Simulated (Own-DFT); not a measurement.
## Calculated data, Hf36O71 (tetragonal hafnia with one neutral oxygen vacancy, atoms displaced)

All values are calculated (Own-DFT development build). A calculation, not a measurement: plane-wave PBE and HSE06 DFT by an unreviewed code, no spin, of a simulated cell at Gamma alone, so results move with cell size and shape, stress positive in tension, energies less offsets, not probed for a lower state with spin; hafnium file: forces about 75 meV/angstrom off all-electron values; oxygen file: force components 24 meV/angstrom off all-electron in a glass; k mesh not checked against a denser one; forces and stress are PBE's, HSE06 gives the energy alone, and its difference from PBE has offsets of its own; offsets are fitted by least squares, one for each functional and potential file, so energies compare only between cells with the same atoms and settings and are not formation energies; the far tail of each file's local potential was reset to the Coulomb form; each entry is a single point on an unrelaxed cell, so the pressure reflects the starting lattice, taken from the Materials Project, from which strain is counted, and rises with the displacements; printed positions are rounded, which can move forces by about a meV/angstrom; the program is a retired in-house code; no spin-orbit coupling.

Entry: Hf36O71 (tetragonal hafnia with one neutral oxygen vacancy, atoms displaced)

```cif
# cell vector a (Å): 10.7800 0.0000 0.0000
# cell vector b (Å): 0.0000 10.7800 0.0000
# cell vector c (Å): 0.0000 0.0000 10.4493
data_Hf36O71
_symmetry_space_group_name_H-M 'P 1'
_symmetry_Int_Tables_number 1
_cell_length_a 10.7800
_cell_length_b 10.7800
_cell_length_c 10.4493
_cell_angle_alpha 90.000
_cell_angle_beta 90.000
_cell_angle_gamma 90.000
_cell_volume 1214.30
loop_
_atom_site_label
_atom_site_type_symbol
_atom_site_fract_x
_atom_site_fract_y
_atom_site_fract_z
_atom_site_occupancy
Hf1 Hf 0.99967 0.99575 0.00837 1
Hf2 Hf 0.16032 0.17170 0.25713 1
O1 O 0.00079 0.15891 0.14734 1
O2 O 0.16058 0.00456 0.35030 1
O3 O 0.00750 0.16090 0.40156 1
O4 O 0.17329 0.00344 0.09559 1
Hf3 Hf 0.00802 0.00740 0.49937 1
Hf4 Hf 0.17167 0.16311 0.74456 1
O5 O 0.00128 0.16871 0.65140 1
O6 O 0.17288 0.99414 0.85673 1
O7 O 0.00666 0.16490 0.90940 1
O8 O 0.16170 0.99791 0.60076 1
Hf5 Hf 0.00723 0.32666 0.00726 1
Hf6 Hf 0.16080 0.49380 0.24774 1
O9 O 0.99977 0.50024 0.15087 1
O10 O 0.16384 0.34294 0.34733 1
O11 O 0.00127 0.49237 0.40214 1
O12 O 0.16367 0.33033 0.09903 1
Hf7 Hf 0.00583 0.33276 0.49516 1
Hf8 Hf 0.17252 0.50274 0.74863 1
O13 O 0.99709 0.50586 0.66108 1
O14 O 0.16529 0.33654 0.85131 1
O15 O 0.00139 0.49503 0.90218 1
O16 O 0.16870 0.33492 0.60149 1
Hf9 Hf 0.99860 0.67010 0.00278 1
Hf10 Hf 0.16820 0.83171 0.24771 1
O17 O 0.99701 0.82695 0.14081 1
O18 O 0.16564 0.66711 0.34948 1
O19 O 0.99097 0.82694 0.40554 1
O20 O 0.16730 0.66566 0.10009 1
Hf11 Hf 0.00427 0.67008 0.49775 1
Hf12 Hf 0.16560 0.83639 0.74745 1
O21 O 0.00190 0.82938 0.65348 1
O22 O 0.17226 0.67152 0.85009 1
O23 O 0.00519 0.83708 0.89764 1
O24 O 0.16649 0.66618 0.59223 1
Hf13 Hf 0.33815 0.99874 0.00110 1
Hf14 Hf 0.50678 0.16213 0.24853 1
O25 O 0.33370 0.17212 0.15996 1
O26 O 0.49495 0.99679 0.35479 1
O27 O 0.33530 0.16397 0.40638 1
O28 O 0.49766 0.99724 0.09309 1
Hf15 Hf 0.32987 0.00376 0.50827 1
Hf16 Hf 0.49704 0.16609 0.74152 1
O29 O 0.33695 0.16264 0.65293 1
O30 O 0.49776 0.00306 0.85240 1
O31 O 0.33761 0.17502 0.89511 1
O32 O 0.49785 0.00427 0.59325 1
Hf17 Hf 0.34053 0.33187 0.00192 1
Hf18 Hf 0.49713 0.49596 0.24947 1
O33 O 0.33876 0.50288 0.15533 1
O34 O 0.50414 0.33977 0.35139 1
O35 O 0.32865 0.50187 0.40627 1
O36 O 0.50701 0.33992 0.08839 1
Hf19 Hf 0.34006 0.33660 0.49461 1
Hf20 Hf 0.50077 0.49604 0.74210 1
O37 O 0.33658 0.49908 0.65218 1
O38 O 0.50109 0.32246 0.85421 1
O39 O 0.34152 0.50195 0.90457 1
O40 O 0.49598 0.32995 0.60109 1
Hf21 Hf 0.33316 0.67074 0.00067 1
Hf22 Hf 0.50207 0.83216 0.25396 1
O41 O 0.33843 0.84014 0.15721 1
O42 O 0.50185 0.66131 0.35153 1
O43 O 0.33262 0.83146 0.40443 1
O44 O 0.49951 0.66862 0.09454 1
Hf23 Hf 0.33192 0.66494 0.50533 1
Hf24 Hf 0.49803 0.83193 0.74098 1
O45 O 0.32856 0.82245 0.64795 1
O46 O 0.50237 0.66133 0.84784 1
O47 O 0.33081 0.83347 0.89160 1
O48 O 0.50816 0.66955 0.59473 1
Hf25 Hf 0.66818 0.01010 0.00648 1
Hf26 Hf 0.82742 0.16109 0.25831 1
O49 O 0.66888 0.16265 0.14651 1
O50 O 0.82935 0.00161 0.35370 1
O51 O 0.66148 0.16353 0.41536 1
O52 O 0.83172 0.00160 0.09537 1
Hf27 Hf 0.66708 0.00292 0.50069 1
Hf28 Hf 0.83176 0.16840 0.75538 1
O53 O 0.66645 0.16424 0.66114 1
O54 O 0.83019 0.99812 0.85300 1
O55 O 0.67268 0.16278 0.90064 1
O56 O 0.83542 0.99822 0.60099 1
Hf29 Hf 0.66097 0.33570 0.00811 1
Hf30 Hf 0.84214 0.50022 0.24864 1
O57 O 0.66330 0.50109 0.14905 1
O58 O 0.82765 0.33203 0.34938 1
O59 O 0.66653 0.50423 0.39771 1
O60 O 0.84417 0.33122 0.09416 1
Hf31 Hf 0.66737 0.34041 0.49548 1
Hf32 Hf 0.83319 0.49773 0.75123 1
O61 O 0.66702 0.50386 0.64027 1
O62 O 0.84070 0.33822 0.84846 1
O63 O 0.67175 0.49591 0.91089 1
O64 O 0.83156 0.33363 0.60424 1
Hf33 Hf 0.66186 0.66385 0.99913 1
Hf34 Hf 0.83686 0.83929 0.24936 1
O65 O 0.66464 0.82634 0.14915 1
O66 O 0.84639 0.65687 0.34653 1
O67 O 0.66459 0.83370 0.39849 1
O68 O 0.82845 0.67089 0.09470 1
Hf35 Hf 0.66895 0.66850 0.49021 1
Hf36 Hf 0.82863 0.82943 0.75372 1
O69 O 0.66314 0.82990 0.65410 1
O70 O 0.83762 0.66643 0.84941 1
O71 O 0.66997 0.83809 0.90285 1
```

| Item | Value |
| --- | --- |
| first functional | PBE |
| second functional | HSE06 |
| exact exchange share | 0.25 |
| screening | 0.11 1/bohr |
| exchange divergence | Gygi-Baldereschi |
| potential files | PseudoDojo norm-conserving, scalar-relativistic, made for PBE, standard set |
| wave cutoff | 48 hartree |
| occupations | fixed |
| k mesh | 1 x 1 x 1 centred on Gamma |
| PBE energy of cell above offsets | -96.416 eV |
| HSE06 less PBE above offsets | 0.129 eV |
| PBE pressure | 1.9 GPa |
| PBE stress xx | -3.5 GPa |
| PBE stress yy | -0.26 GPa |
| PBE stress zz | -1.93 GPa |
| PBE stress yz | 0.93 GPa |
| PBE stress xz | -0.34 GPa |
| PBE stress xy | 0.21 GPa |

Force:
```csv
element,x (eV/Å),y (eV/Å),z (eV/Å)
Hf,0.917,0.815,-2.325
Hf,0.853,-0.849,-1.805
O,-0.492,0.076,2.278
O,0.152,-1.257,-0.12
O,-0.572,2.518,-0.905
O,-0.772,-0.462,1.139
Hf,-2.31,-2.541,1.484
Hf,-1.266,0.976,2.773
O,0.375,-0.317,-0.256
O,0.03,1.472,-1.647
O,-0.14,-0.833,-0.732
O,1.359,0.387,0.61
Hf,-1.324,0.806,-3.29
Hf,1.249,2.839,-0.64
O,0.51,0.389,0.117
O,0.149,-2.8,0.953
O,0.003,0.733,-0.301
O,2.131,0.339,1.612
Hf,-0.985,0.096,2.567
Hf,-1.97,-0.318,1.752
O,0.915,0.149,-1.25
O,0.728,-0.475,-0.979
O,0.314,1.312,1.089
O,0.408,-0.171,-1.078
Hf,-0.307,-0.933,-2.038
Hf,0.748,-0.236,0.329
O,0.593,0.946,1.647
O,-0.283,-0.159,-0.785
O,0.327,2.649,-1.285
O,0.191,0.453,0.223
Hf,-1.601,-1.016,1.165
Hf,-0.524,-0.65,1.68
O,-0.586,-0.504,-0.451
O,-0.168,-0.964,-0.564
O,-0.308,-0.664,0.711
O,0.281,-0.649,0.849
Hf,-1.076,0.052,-2.177
Hf,-2.125,-0.682,0.974
O,0.998,0.365,0.005
O,0.609,1.051,-1.377
O,-0.349,1.063,-0.143
O,1.175,0.914,1.984
Hf,0.753,-1.216,-1.615
Hf,1.326,-0.614,2.732
O,-1.707,-0.362,-1.277
O,-0.228,-0.397,-1.31
O,-0.751,-1.234,1.114
O,0.089,-0.611,0.777
Hf,-1.505,0.296,-1.552
Hf,1.273,2.237,-0.172
O,-1.608,-0.707,-0.137
O,-0.296,-2.014,-0.319
O,0.28,-0.81,-0.382
O,-2.654,-0.677,3.165
Hf,-0.959,-0.069,0.765
Hf,0.709,0.38,1.822
O,0.174,0.217,-0.478
O,0.482,1.836,-1.014
O,-0.353,-0.496,0.101
O,0.834,0.282,-0.452
Hf,0.108,-0.268,-1.11
Hf,0.316,-0.998,0.028
O,-1.117,-0.4,-0.595
O,-0.321,0.571,-0.906
O,-0.378,0.546,0.069
O,-0.628,0.15,0.592
Hf,0.846,1.014,-0.882
Hf,0.117,-0.283,2.152
O,0.848,0.892,-0.154
O,0.221,0.558,-0.977
O,0.957,-0.059,1.561
O,-1.413,-0.197,0.262
Hf,-0.304,-2.186,-3.105
Hf,1.456,1.386,-1.791
O,-0.412,0.423,1.648
O,0.114,-0.026,-0.491
O,0.047,1.383,-2.2
O,0.456,-0.422,2.279
Hf,0.735,-1.887,1.866
Hf,0.271,-0.104,0.573
O,0.126,-0.093,-1.122
O,0.675,0.459,-0.371
O,0.084,1.397,0.82
O,-0.092,0.294,-0.797
Hf,4.332,-0.074,-3.017
Hf,-1.969,-0.293,-0.661
O,0.773,-0.427,0.849
O,0.035,-0.889,-0.012
O,0.32,-0.9,-0.101
O,-2.2,-0.116,1.449
Hf,0.964,0.797,1.437
Hf,0.493,-0.093,0.442
O,-0.133,-0.379,0.859
O,-0.472,-1.467,-0.287
O,-0.328,0.094,-1.446
O,0.262,-0.133,-1.52
Hf,0.3,1.209,-0.449
Hf,-1.126,-2.107,-0.385
O,0.526,0.854,1.337
O,-0.664,1.753,-0.132
O,0.493,0.486,-0.142
O,0.939,-0.48,0.576
Hf,0.525,-0.284,1.406
Hf,0.382,0.97,0.002
O,0.655,0.265,-0.681
O,-0.214,-0.221,-0.627
O,-0.325,-0.679,0.195
```
